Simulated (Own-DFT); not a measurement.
# Point defects and the pressure they add: zincblende GaAs

Calculated, not measured: single-point runs of Own-DFT, a retired in-house plane-wave DFT program that no person has reviewed, on unrelaxed cells, without spin or spin-orbit coupling.

Method: PBE; PseudoDojo norm-conserving scalar-relativistic files; cutoff 42 hartree; 3 x 3 x 3 k mesh centred on Gamma; Fermi-Dirac smearing of 0.1 eV.

Limits (not all hold for every row): not probed for a lower state with spin; forces not confirmed at this smearing and k mesh; stress not checked against mesh or cutoff.

All runs share one cell, with vectors in Å (11.737, 0.000, 0.000); (0.000, 11.737, 0.000); (0.000, 0.000, 10.833) and a volume of 1492.4 Å³, strained against the parent crystal. The atoms are randomly displaced, by u rms on each axis. The defect's site can differ from row to row.

| cell | formula | u (Å) | P (GPa) |
|---|---|---|---|
| no defect | As32Ga32 | 0.0302 | 1.27 |
| no defect | As32Ga32 | 0.0475 | 1.49 |
| no defect | As32Ga32 | 0.0495 | 1.58 |
| one In on a Ga site | As32Ga31In | 0.0453 | 2.08 |
| one In on a Ga site | As32Ga31In | 0.0492 | 2.21 |
| one In on a Ga site | As32Ga31In | 0.0517 | 2.27 |
| one As vacancy and one Ga vacancy | As31Ga31 | 0.0280 | 0.89 |
| one As vacancy and one Ga vacancy | As31Ga31 | 0.0283 | 0.95 |
| one As vacancy and one Ga vacancy | As31Ga31 | 0.0538 | 1.17 |
| one Al on a Ga site | AlAs32Ga31 | 0.0295 | 1.23 |
| one Al on a Ga site | AlAs32Ga31 | 0.0304 | 1.20 |
| one Al on a Ga site | AlAs32Ga31 | 0.0490 | 1.49 |
| one P on an As site | As31Ga32P | 0.0265 | ? |
| one P on an As site | As31Ga32P | 0.0278 | 1.00 |
| one P on an As site | As31Ga32P | 0.0286 | 1.01 |
| one P on an As site | As31Ga32P | 0.0291 | 0.97 |

## Worked fit

P = P0 + c u² + a shift for each defect gives P0 = 1.15 GPa, c = 159 ± 17 GPa/Å² and a scatter of 0.04 GPa. The shifts, and each times the cell's volume:

- one In on a Ga site: 0.66 ± 0.04 GPa, 6.1 eV
- one Al on a Ga site: -0.06 ± 0.04 GPa, -0.6 eV (not resolved)
- one P on an As site: -0.29 ± 0.04 GPa, -2.7 eV
- one As vacancy and one Ga vacancy: -0.38 ± 0.03 GPa, -3.6 eV

A positive shift means that the defect pushes the cell outwards. Shift times volume (160.2 GPa Å³ is 1 eV) depends little on the cell's size, so, taken for each site, it can be compared between cells at like pressure. The atoms around the defects weren't relaxed, which would change these numbers.

## Prediction

The question: what pressure belongs in the blank (one P on an As site, u = 0.0265 Å)?

The fitted form gives 0.98 ± 0.05 GPa. DFT gave 0.98 GPa.
